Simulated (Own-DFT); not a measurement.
# Point defects and the pressure they add: B20 RuSi

The numbers are computed, not measured, by runs of the plane-wave DFT program Own-DFT (in-house, retired, unreviewed) at fixed positions, with no spin and no spin-orbit coupling.

Common settings: PBE; PseudoDojo norm-conserving scalar-relativistic files; cutoff 50 hartree; 5 x 4 x 5 k mesh centred on Gamma; cold (Marzari-Vanderbilt) smearing of 0.2 eV.

Known weak points (not all hold for every row): not probed for a lower state with spin; forces on such cells failed a check on a denser k mesh; stress not checked against mesh or cutoff.

All runs share one cell, with vectors in Å (4.709, 0.000, 4.709); (0.000, 9.417, 0.000); (-4.709, 0.000, 4.709) and a volume of 417.6 Å³. The atoms are randomly displaced, by u rms on each axis. The defect's site can differ from row to row.

```
cell,formula,u (Å),P (GPa)
no defect,Ru16Si16,0.0184,4.71
no defect,Ru16Si16,0.0201,5.01
no defect,Ru16Si16,0.0533,7.84
one Ru on a Si site,Ru17Si15,0.0292,8.63
one Ru on a Si site,Ru17Si15,0.0299,8.65
one Ru on a Si site,Ru17Si15,0.0556,9.90
one Ru vacancy,Ru15Si16,0.0283,3.53
one Ru vacancy,Ru15Si16,0.0290,3.06
one Ru vacancy,Ru15Si16,0.0442,?
one Ru vacancy,Ru15Si16,0.0461,4.83
one Si on a Ru site,Ru15Si17,0.0261,6.20
one Si on a Ru site,Ru15Si17,0.0331,5.64
one Si on a Ru site,Ru15Si17,0.0533,6.88
one Si vacancy,Ru16Si15,0.0287,2.04
one Si vacancy,Ru16Si15,0.0504,3.10
one Si vacancy,Ru16Si15,0.0523,3.53
```

## Analysis

P = P0 + c u² + a shift for each defect gives P0 = 4.88 GPa, c = 813 ± 125 GPa/Å² and a scatter of 0.46 GPa. The shifts, and each times the cell's volume:

- one Ru on a Si site: 2.87 ± 0.38 GPa, 7.5 eV
- one Si on a Ru site: 0.11 ± 0.38 GPa, 0.3 eV (not resolved)
- one Ru vacancy: -2.10 ± 0.37 GPa, -5.5 eV
- one Si vacancy: -3.64 ± 0.39 GPa, -9.5 eV

Against the defect-free cell, a freed cell would be larger where the shift is positive and smaller where it is negative (160.2 GPa Å³ is 1 eV). The atoms around the defects weren't relaxed, which would change these numbers.

## Prediction

Question: what pressure belongs in the blank (one Ru vacancy, u = 0.0442 Å)?

Estimate: 4.37 ± 0.54 GPa. The hidden result is 4.87 GPa.
